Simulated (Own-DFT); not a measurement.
## Calculated data, Si$_{3}$N$_{4}$ (beta silicon nitride, atoms displaced)

Computed with Own-DFT development build. A calculation, not a measurement: plane-wave PBE density functional theory by an unreviewed code, no spin, of a simulated periodic cell, stress positive in tension, free energy of the whole cell less one offset for each atom, forces on such cells passed a denser k mesh, this cell's mesh not checked; offsets are fitted by least squares, one for each functional and potential file, so energies compare only between cells with the same atoms and settings and are not formation energies; the far tail of each file's local potential was reset to the Coulomb form; each entry is a single point on an unrelaxed cell, so the pressure reflects the starting lattice, mostly measured values (interpolated for alloys), from which strain is counted, and rises with the displacements; printed positions are rounded, which can move forces by about a meV/angstrom; the program, named Own-DFT, is a retired in-house code; no spin-orbit coupling.

Settings shared by all entries: functional PBE; potential files PseudoDojo norm-conserving, scalar-relativistic, standard set; wave cutoff 42 hartree; occupations Fermi-Dirac; smearing width 0.1 eV; k mesh 3 x 3 x 3 centred on Gamma.

(1) Si$_{3}$N$_{4}$ (beta silicon nitride, atoms displaced)

```
cell vectors (Å)
   7.6060     0.0000     0.0000
  -3.8030     6.5870     0.0000
   0.0000     0.0000     8.7270
atoms (fractions of the cell vectors)
Si  0.16707  0.77762  0.09051
Si  0.21212  0.38869  0.08677
Si  0.61570  0.83211  0.09541
Si  0.82810  0.24665  0.25084
Si  0.78257  0.58874  0.26282
Si  0.39237  0.16379  0.25828
N   0.33763  0.04296  0.09208
N   0.95565  0.29797  0.08635
N   0.70075  0.67416  0.06300
N   0.66445  0.94694  0.25409
N   0.02732  0.69572  0.26360
N   0.29463  0.32408  0.25161
N   0.33975  0.64053  0.09593
N   0.63429  0.29942  0.23836
Si  0.17601  0.75479  0.40653
Si  0.23763  0.39130  0.42042
Si  0.59729  0.83848  0.40497
Si  0.83024  0.25225  0.59320
Si  0.75716  0.59458  0.57470
Si  0.38460  0.16484  0.58874
N   0.29824  0.02567  0.43898
N   0.98505  0.32133  0.39506
N   0.70620  0.67932  0.42524
N   0.68960  0.97500  0.60276
N   0.01924  0.69874  0.60682
N   0.29477  0.33648  0.58133
N   0.35265  0.68669  0.41039
N   0.65265  0.33899  0.57892
Si  0.16392  0.76754  0.74174
Si  0.22839  0.40219  0.72932
Si  0.59456  0.84472  0.75172
Si  0.81375  0.22308  0.90693
Si  0.78363  0.58459  0.91353
Si  0.40472  0.18215  0.89291
N   0.32843  0.03188  0.75164
N   0.96118  0.30073  0.74924
N   0.71021  0.67677  0.75097
N   0.66442  0.95143  0.90958
N   0.02751  0.70111  0.89669
N   0.29852  0.31634  0.91718
N   0.33291  0.65406  0.76869
N   0.66636  0.31849  0.92905
```

The calculation gives: free energy of cell above offsets 8.142 eV; pressure 15.87 GPa; stress xx -14.37 GPa; stress yy -8.06 GPa; stress zz -25.19 GPa; stress yz -3.47 GPa; stress xz -1.3 GPa; stress xy -1.72 GPa.

Force:
```
element  x (eV/Å)  y (eV/Å)  z (eV/Å)
     Si     3.483    -0.555    -3.044
     Si     2.109     0.648    -1.498
     Si    -3.012    -4.169     -6.17
     Si    -1.554    -3.351    -1.582
     Si    -6.679    -1.747    -2.521
     Si    -2.776    -0.743     0.954
      N    -1.034    -4.227    -2.497
      N     0.555    -0.378    -2.354
      N     4.538    -2.004     3.913
      N     0.841     9.358    -3.636
      N      0.13     0.073    -4.056
      N     0.589    -0.925     0.724
      N    -3.053     4.455    -0.183
      N     4.807     5.701     1.885
     Si     0.843      2.36     7.169
     Si    -3.001     3.957    -5.306
     Si     2.233     -3.16     9.875
     Si     -2.08    -2.437    -4.139
     Si     1.283     1.064     6.964
     Si     2.143     2.469     0.431
      N     0.653    -2.346    -5.221
      N    -0.643    -0.194     5.485
      N    -1.076     0.479    -4.937
      N    -0.793     4.026    -7.552
      N    -2.089    -2.625    -10.15
      N     3.736    -2.959     -1.04
      N    -1.656    -4.086      1.16
      N     1.039    -2.187    -0.099
     Si     6.749     0.989      4.62
     Si    -2.414     2.522     9.267
     Si     1.347    -8.989     -0.33
     Si     2.157    -2.208     2.755
     Si     -5.54     0.203    -1.455
     Si     2.567     0.578     7.513
      N     0.206    -2.745    -2.819
      N     2.973     1.612      0.86
      N    -0.934    -1.038     -0.74
      N     -0.04      5.71     6.658
      N     2.366     1.068      6.32
      N    -4.392     1.689    -1.413
      N    -2.021     2.432    -2.271
      N    -2.564     1.678    -1.539
```

(2) Si$_{3}$N$_{4}$ (beta silicon nitride, atoms displaced)

```
cell vectors (Å)
   7.6060     0.0000     0.0000
  -3.8030     6.5870     0.0000
   0.0000     0.0000     8.7270
atoms (fractions of the cell vectors)
Si  0.16765  0.74158  0.08766
Si  0.21634  0.39787  0.08046
Si  0.58805  0.83742  0.08510
Si  0.83071  0.23891  0.25678
Si  0.77322  0.60905  0.25257
Si  0.37230  0.14249  0.26298
N   0.33120  0.03443  0.06973
N   0.99601  0.31450  0.09236
N   0.69004  0.65831  0.08811
N   0.66183  0.95241  0.26199
N   0.01844  0.69605  0.23219
N   0.30975  0.33381  0.24679
N   0.29805  0.64782  0.08069
N   0.66795  0.32277  0.24759
Si  0.16522  0.77774  0.44245
Si  0.24390  0.42866  0.41778
Si  0.61029  0.83079  0.41256
Si  0.82945  0.26551  0.57554
Si  0.77611  0.58160  0.57674
Si  0.38632  0.16988  0.57098
N   0.34537  0.03811  0.42635
N   0.98338  0.32250  0.42736
N   0.72198  0.67018  0.41687
N   0.69106  0.97847  0.58121
N   0.01696  0.67152  0.59098
N   0.27487  0.30969  0.57740
N   0.32658  0.65374  0.41102
N   0.68450  0.33771  0.57345
Si  0.15395  0.76378  0.75333
Si  0.23797  0.42036  0.75271
Si  0.58112  0.83176  0.75923
Si  0.84891  0.22616  0.90034
Si  0.77582  0.61271  0.94347
Si  0.42291  0.16719  0.92710
N   0.33453  0.01213  0.72452
N   0.97220  0.31237  0.73874
N   0.67957  0.68438  0.74938
N   0.66732  0.95201  0.91404
N   0.03320  0.70704  0.92660
N   0.31574  0.33481  0.92759
N   0.32563  0.67503  0.73615
N   0.67204  0.33115  0.90757
```

Results for Si$_{3}$N$_{4}$ (beta silicon nitride, atoms displaced): free energy of cell above offsets 10.870 eV; pressure 17.45 GPa; stress xx -21.66 GPa; stress yy -12.41 GPa; stress zz -18.28 GPa; stress yz 3.4 GPa; stress xz 3.62 GPa; stress xy 1.32 GPa.

Force:
```
element  x (eV/Å)  y (eV/Å)  z (eV/Å)
     Si    -6.667     6.769    -1.566
     Si     12.34     2.567     0.657
     Si    -0.148     -3.75     0.877
     Si     0.972     -0.08     0.294
     Si     0.583    -5.187    -1.737
     Si     1.931     6.043    -7.506
      N    -0.177    -6.463     8.184
      N    -12.59    -7.306    -1.017
      N     -5.11     3.288     4.501
      N     0.175     5.407     -6.95
      N     1.187     1.834     5.573
      N     -1.06    -0.381     1.754
      N     11.86     0.314     -0.27
      N    -2.669     0.663     0.347
     Si     3.818    -1.884    -5.273
     Si     1.286    -9.576    -1.022
     Si    -0.634    -3.499     7.982
     Si     10.59    -8.122     0.963
     Si    -6.836     1.777     3.163
     Si      2.22     4.248     7.347
      N    -0.533    -7.119    -2.978
      N    -0.243    -0.624    -3.839
      N    -2.899     1.757     1.298
      N    -1.186     0.487    -0.022
      N     1.444     1.923     0.454
      N     0.224     1.832     1.244
      N    -1.125     11.22     0.399
      N    -13.52     0.917     0.264
     Si      2.44     0.735      1.16
     Si     2.023    -1.652    -0.251
     Si     -0.35    -0.726    -7.451
     Si     -4.03     0.468      3.77
     Si      1.48    -3.859    -9.565
     Si    -1.386     4.253    -6.833
      N    -0.928     1.927      3.13
      N     2.085      0.68     1.055
      N     6.358    -4.165     0.356
      N     0.281     5.578     4.474
      N      -1.6    -0.457    -1.815
      N    -1.483    -0.022     -2.91
      N    -0.599    -0.951     1.279
      N      2.48      1.14      0.48
```
